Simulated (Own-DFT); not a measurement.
# How strain changes the stress of wurtzite GaN, 72 atoms (Ga36N36)

Source: density functional calculations with Own-DFT, an unreviewed in-house program that is no longer used. Nothing was measured or relaxed, and spin and spin-orbit coupling are left out.

Settings: PBE; PseudoDojo norm-conserving scalar-relativistic files (stringent for Ga); cutoff 96 hartree; 4 x 4 x 3 k mesh centred on Gamma; Gaussian smearing of 0.01 eV.

Caveats: forces not confirmed at this smearing and k mesh; stress not checked against mesh or cutoff.

Unstrained cell vectors in Å: (9.567, 0.000, 0.000); (-4.784, 8.285, 0.000); (0.000, 0.000, 10.370). The unstrained cell has measured lattice constants (interpolated for alloys), not those of this functional. That, the random moves and any unrelaxed bonds set the pressure at no strain. In each run the cell takes a homogeneous strain; fractional positions stay. All atoms carry random offsets, Gaussian with a width of 0.05 Å per axis. Strains are tensor components in per cent; tension counts as positive stress, and P is minus the mean normal stress.

| run | e_xx (%) | e_yy (%) | e_zz (%) | e_yz (%) | e_xz (%) | e_xy (%) | s_xx (GPa) | s_yy (GPa) | s_zz (GPa) | s_yz (GPa) | s_xz (GPa) | s_xy (GPa) | P (GPa) | E (meV/atom) |
|---|---|---|---|---|---|---|---|---|---|---|---|---|---|---|
| 1 | 0.47 | -1.11 | 0.92 | -0.85 | 1.65 | -1.11 | -8.13 | -9.07 | -4.22 | -2.86 | 3.32 | -3.74 | 7.14 | 18.4 |
| 2 | -1.29 | -1.70 | 1.60 | -0.17 | 0.52 | -1.98 | -13.75 | -14.67 | -2.24 | -0.21 | 0.88 | -6.59 | 10.22 | 25.4 |
| 3 | 0.80 | -0.61 | 0.63 | 1.98 | 0.23 | -0.91 | -3.45 | -8.16 | -4.51 | 3.85 | 0.37 | -2.86 | 5.37 | 0.4 |
| 4 | -0.32 | -0.31 | 1.42 | 1.96 | -1.62 | -0.98 | -8.80 | -7.14 | -1.65 | 2.98 | -3.33 | -3.57 | 5.86 | 11.0 |
| 5 | -0.98 | 1.59 | -1.72 | 0.80 | -0.11 | -1.23 | -9.87 | -3.68 | -14.27 | 0.85 | 0.66 | -2.61 | 9.27 | 11.4 |
| 6 | 1.96 | 0.94 | 0.86 | -1.97 | 0.33 | -0.15 | 1.64 | -1.76 | -2.09 | -4.15 | 0.79 | 0.84 | 0.74 | 15.0 |
| 7 | 1.11 | -1.27 | 0.02 | -0.86 | -1.58 | 1.25 | -2.79 | -11.77 | -7.67 | -1.97 | -3.47 | 3.07 | 7.41 | 9.0 |
| 8 | 0.93 | -0.92 | -1.52 | -1.83 | 0.00 | 0.25 | -4.97 | -12.12 | -15.72 | -4.45 | -0.42 | 1.59 | 10.94 | 36.3 |
| 9 | -1.48 | -0.81 | 0.33 | 1.71 | 0.45 | -1.24 | -14.01 | -12.18 | -7.36 | 3.55 | 0.77 | -2.72 | 11.18 | 18.9 |
| 10 | -1.78 | -0.56 | 0.66 | -0.87 | -0.83 | 1.18 | -13.86 | -13.09 | -5.97 | -2.39 | -2.95 | 2.63 | 10.97 | 23.2 |
| 11 | 0.82 | 1.77 | 1.20 | -0.29 | 1.81 | -1.13 | -0.23 | 0.62 | -1.01 | -0.35 | 3.25 | -4.29 | 0.21 | 0.0 |
| 12 | -1.31 | -1.29 | 1.63 | 1.24 | 1.80 | -1.47 | -13.57 | -12.89 | -2.31 | 2.43 | 3.32 | -4.47 | 9.59 | 36.6 |
| 13 | 1.23 | -1.31 | 0.81 | 1.16 | 0.23 | 2.00 | -4.59 | -9.41 | -5.26 | 2.32 | 0.36 | 6.66 | 6.42 | 25.2 |
| 14 | -1.71 | -0.41 | 0.49 | -0.08 | 0.61 | 0.81 | -15.39 | -9.31 | -6.40 | 0.46 | 1.73 | 2.04 | 10.37 | 8.2 |
| 15 | -0.16 | 1.67 | -1.48 | -1.41 | 1.15 | -0.49 | -6.74 | -1.38 | -12.44 | -2.53 | 2.29 | -0.70 | 6.85 | 5.6 |
| 16 | 1.03 | 0.99 | 1.34 | 0.08 | 0.08 | 0.16 | ? | ? | ? | ? | ? | ? | ? | ? |

E is the free energy for each atom above the lowest run shown.

## Analysis

Least squares on the runs shown: each stress against a constant and the strains, taken as fractions with shears doubled. Shear strains stay in the fit of a normal stress only where such slopes are resolved. The slopes, in GPa:

| stress | at no strain | per e_xx | per e_yy | per e_zz | scatter |
|---|---|---|---|---|---|
| s_xx | -7.2 | 404 ± 22 | 126 ± 25 | 34 ± 27 | 1.02 |
| s_yy | -7.5 | 115 ± 24 | 386 ± 27 | 79 ± 29 | 1.09 |
| s_zz | -7.7 | 35 ± 10 | 88 ± 11 | 447 ± 12 | 0.46 |

The slope of each shear stress on twice its own strain, from a fit on all six strains: yz 103 ± 7, xz 103 ± 8, xy 149 ± 11 GPa. These are stiffnesses along x, y and z of the frame in which the cell vectors are given, with the crystal's c axis along z: C11, C12, C13 and C33. Hexagonal symmetry asks that xx and yy behave alike, which is a second check on the noise. The atoms are held to the strained lattice; where symmetry lets them move under strain, relaxing them would lower some slopes. The table should be nearly symmetric about its diagonal, and what it lacks of that shows the noise. A ninth of the table's sum, 191 ± 5 GPa, estimates the bulk modulus near the mean pressure of these runs, 7.5 GPa, so it lies above the value at zero pressure.

## The run left out

Asked: what normal stresses and pressure should run 16 give?

The fit gives s_xx = -1.3, s_yy = -1.4, s_zz = -0.4 and P = 1.1 GPa. The calculation gave -1.24, -2.64, 1.83 and P = 0.68 GPa. That is outside the usual scatter, by luck or through something left out of the fit.
